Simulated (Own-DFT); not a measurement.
# Shaking the atoms of rutile TiO2, 72 atoms (O48Ti24)

All numbers below are calculated, not measured. The program, named Own-DFT, is a retired in-house plane-wave density functional code that no person has reviewed. Each row is one single-point run on a periodic cell that was not relaxed, without spin or spin-orbit coupling.

Settings of every run: PBE; PseudoDojo norm-conserving scalar-relativistic files; cutoff 72 hartree; 3 x 3 x 3 k mesh centred on Gamma; Fermi-Dirac smearing of 0.1 eV.

Known limits, some of them of some rows only: some atoms lie very close together; oxygen file: force components 24 meV/angstrom off all-electron in a glass; forces on such cells passed a denser k mesh, each cell not checked; stress not checked against mesh or cutoff.

Cell vectors in Å: (9.187, 0.000, 0.000); (0.000, 9.187, 0.000); (0.000, 0.000, 8.876). In each run every atom was moved at random and independently from its ideal site; u is the rms move along one axis. E is the free energy for each atom above the fitted value at u = 0, and F the rms of the force components.

| run | u (Å) | E (meV/atom) | F (eV/Å) | largest force (eV/Å) | P (GPa) |
|---|---|---|---|---|---|
| 1 | 0.0183 | 7.3 | 0.422 | 1.60 | 4.89 |
| 2 | 0.0200 | ? | ? | ? | ? |
| 3 | 0.0449 | 42.4 | 0.892 | 4.05 | 6.15 |
| 4 | 0.0485 | 43.7 | 0.878 | 3.84 | 6.24 |
| 5 | 0.0519 | 55.4 | 1.040 | 3.41 | 6.26 |
| 6 | 0.0801 | 139.4 | 1.643 | 7.73 | 9.20 |
| 7 | 0.0808 | 141.0 | 1.652 | 7.60 | 9.57 |
| 8 | 0.1171 | 322.7 | 3.154 | 17.76 | 18.79 |
| 9 | 0.1384 | 470.1 | 4.025 | 19.63 | 24.00 |

## Worked fit

For small independent moves the energy grows as E = (3/2) K u², with K the mean stiffness felt by one atom. The runs with u up to 0.11 Å give K = 13.9 ± 0.5 eV/Å², with residuals divided by u² + 0.0006 Å², since the noise grows with the moves. The scatter is 3.4 meV/atom at u = 0.05 Å. The forces follow F² = F0² + G² u², fitted to F/u, with G = 19.4 eV/Å² and F0 = 0.22 eV/Å. F0 is the force that atoms already bear on their ideal sites. G exceeds K because the moves of its neighbours add to the force on an atom, and stiffness differs between atoms. The pressure follows P = 4.53 + 744 u² GPa: at fixed volume, shortened bonds push harder than stretched ones pull.

## Withheld run

Question: what energy and rms force should run 2 give?

The fit gives 8 ± 1 meV/atom and about 0.45 eV/Å. The calculation gave 7.6 meV/atom and 0.375 eV/Å. This run lies off the fit, by chance or by something that the fit leaves out.
